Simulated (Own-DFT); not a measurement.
Simulation results for Al3GaN4 (wurtzite random alloy, strained, atoms displaced)

Computed with Own-DFT development build. A calculation, not a measurement: plane-wave PBEsol density functional theory by an unreviewed code, no spin, of a simulated periodic cell, stress positive in tension, free energy of the whole cell less one offset for each atom, forces on such cells passed a denser k mesh, this cell's mesh not checked; offsets are fitted by least squares, one for each functional and potential file, so energies compare only between cells with the same atoms and settings and are not formation energies; the far tail of each file's local potential was reset to the Coulomb form; each entry is a single point on an unrelaxed cell, so the pressure reflects the starting lattice, mostly measured values, from which strain is counted, and rises with the displacements; printed positions are rounded, which can move forces by about a meV/angstrom; the program is a retired in-house code; no spin-orbit coupling.

Entry: Al3GaN4 (wurtzite random alloy, strained, atoms displaced)

```
Al3GaN4
1.0
      9.3703     0.0000     0.0000
     -4.6851     8.1149     0.0000
      0.0000     0.0000    10.0655
Ga Al N Al N Al N Al Ga N Al N Al N Al N Ga Al N Ga Al N Al N Al N Al Ga N Ga Al N Al N Al Ga N Al Ga N Al N Al Ga N
1 1 2 2 2 2 2 1 1 2 2 2 2 2 2 2 1 1 2 1 1 2 2 2 2 2 1 1 2 1 1 2 2 2 1 1 2 1 1 2 2 2 1 1 2
Direct
  0.11828 0.22806 0.00454
  0.21534 0.10130 0.24085
  0.10363 0.22488 0.17719
  0.21637 0.10763 0.44269
  0.11426 0.22061 0.49955
  0.22976 0.12694 0.74854
  0.10632 0.22395 0.68397
  0.22679 0.11085 0.94223
  0.12297 0.55732 0.00577
  0.22609 0.44654 0.25290
  0.11063 0.55683 0.19096
  0.21976 0.44776 0.44124
  0.11391 0.55866 0.49895
  0.22888 0.44301 0.74714
  0.11551 0.54847 0.69439
  0.22874 0.44109 0.94814
  0.10475 0.88308 0.00526
  0.21941 0.77997 0.24179
  0.11527 0.89140 0.19453
  0.21759 0.77242 0.43852
  0.11168 0.89301 0.49828
  0.22097 0.77132 0.75438
  0.10655 0.89656 0.69480
  0.21668 0.77528 0.93343
  0.45619 0.24069 0.00755
  0.54509 0.11227 0.25248
  0.44744 0.21945 0.18636
  0.55006 0.10447 0.44189
  0.44592 0.22117 0.50043
  0.54460 0.10062 0.74709
  0.44046 0.22302 0.69342
  0.54803 0.10972 0.94407
  0.43492 0.55073 0.99848
  0.55355 0.43686 0.25220
  0.44954 0.55207 0.18660
  0.54840 0.45079 0.44434
  0.43982 0.55382 0.49560
  0.55710 0.44341 0.75091
  0.43102 0.54229 0.68559
  0.55402 0.43324 0.93743
  0.44136 0.88218 0.99862
  0.55492 0.77948 0.25232
  0.43954 0.87838 0.18870
  0.55748 0.77832 0.43734
  0.43738 0.88532 0.49844
  0.54950 0.77583 0.75300
  0.44115 0.89225 0.68801
  0.55441 0.78157 0.93873
  0.77927 0.21876 0.99856
  0.89829 0.12549 0.25651
  0.77895 0.22677 0.18788
  0.88694 0.10613 0.44350
  0.77965 0.22138 0.49381
  0.88101 0.10525 0.75270
  0.77911 0.22713 0.69238
  0.88630 0.10838 0.94689
  0.78484 0.54798 0.99988
  0.89713 0.45325 0.24725
  0.77550 0.55006 0.18523
  0.89426 0.44816 0.44225
  0.78581 0.55909 0.50123
  0.89346 0.44416 0.75745
  0.77895 0.55051 0.68888
  0.88990 0.44985 0.94618
  0.76564 0.88407 0.99622
  0.88852 0.76494 0.24631
  0.77712 0.88728 0.19013
  0.89071 0.77715 0.43949
  0.78319 0.88425 0.50035
  0.89981 0.78419 0.74854
  0.78369 0.89449 0.69088
  0.89701 0.77911 0.93472
```

* functional: PBEsol
* potential files: PseudoDojo norm-conserving, scalar-relativistic, made for PBE, standard set
* wave cutoff: 42 hartree
* occupations: Fermi-Dirac
* smearing width: 0.1 eV
* k mesh: 4 x 4 x 3 centred on Gamma
* free energy of cell above offsets: -23.300 eV
* pressure: 4.56 GPa
* stress xx: -5.01 GPa
* stress yy: -4.62 GPa
* stress zz: -4.06 GPa
* stress yz: 0.39 GPa
* stress xz: 0.94 GPa
* stress xy: -0.11 GPa

Force:
```csv
element,x (eV/Å),y (eV/Å),z (eV/Å)
Ga,-0.165,-2.404,-3.184
Al,-0.443,2.8,1.117
N,1.522,0.257,5.668
N,0.405,0.427,-1.929
Al,-1.195,0.501,0.164
Al,-1.167,-1.978,1.065
N,0.308,-1.113,0.928
N,0.251,0.095,0.251
Al,-1.483,-0.381,-1.154
Al,-0.009,-0.079,-0.538
N,2.011,0.961,-0.505
N,0.488,-0.928,-0.776
Al,-0.284,-0.577,1.01
Ga,-2.201,-1.568,1.479
N,-1.033,1.902,-1.117
N,-3.189,0.703,-2.09
Al,0.732,1.457,-1.495
Al,1.382,-0.737,1.646
N,-0.87,-1.777,-1.155
N,-0.287,1.148,-0.404
Al,0.332,-1.058,1.034
Al,-1.112,0.652,-1.661
N,3.866,1.048,-1.947
N,0.894,-0.297,2.378
Al,-0.201,-4.622,-1.388
Al,2.799,-1.112,-0.572
N,-1.86,0.425,1.637
N,0.779,0.462,-0.761
Ga,-0.79,0.554,0.55
Al,0.463,2.638,1.327
N,1.242,0.15,-0.436
N,0.251,-0.54,-0.704
Ga,3.628,1.417,0.689
Al,-0.196,1.021,0.184
N,-0.729,0.107,1.548
N,2.526,-0.694,-1.3
Al,-0.518,1.046,0.701
Al,0.191,0.153,-0.522
N,3.587,2.421,-0.483
N,0.264,3.854,-0.597
Al,-1.174,1.602,0.231
Al,1.157,-0.381,-0.516
N,-0.616,1.172,-0.039
N,-0.402,-0.062,1.028
Al,0.809,-0.459,-0.054
Ga,0.81,-0.197,-1.697
N,-0.296,-1.504,-0.474
N,-0.367,-1.045,0.357
Ga,-1.326,0.289,0.177
Al,-1.074,-2.121,-1.199
N,-0.409,-0.944,1.908
N,0.47,0.714,-0.52
Al,-0.26,0.214,1.392
Al,0.431,1.667,0.101
N,-0.452,-2.061,-0.805
N,0.868,-0.714,-1.93
Al,-2.929,1.859,-0.403
Ga,-0.815,-1.757,0.812
N,-0.765,0.318,0.443
N,-0.429,-0.571,-0.084
Al,-0.909,-0.592,0.272
Ga,-0.247,0.031,-0.547
N,-0.869,0.574,-0.172
N,3.062,-0.798,-0.064
Al,2.579,0.62,1.267
Al,-1.788,1.662,0.448
N,0.407,0.145,0.044
N,0.482,-0.372,-0.592
Al,-1.349,0.272,-0.047
Ga,-1.973,-1.73,0.363
N,-1.021,-1.15,-0.657
N,-1.789,-1.014,2.302
```
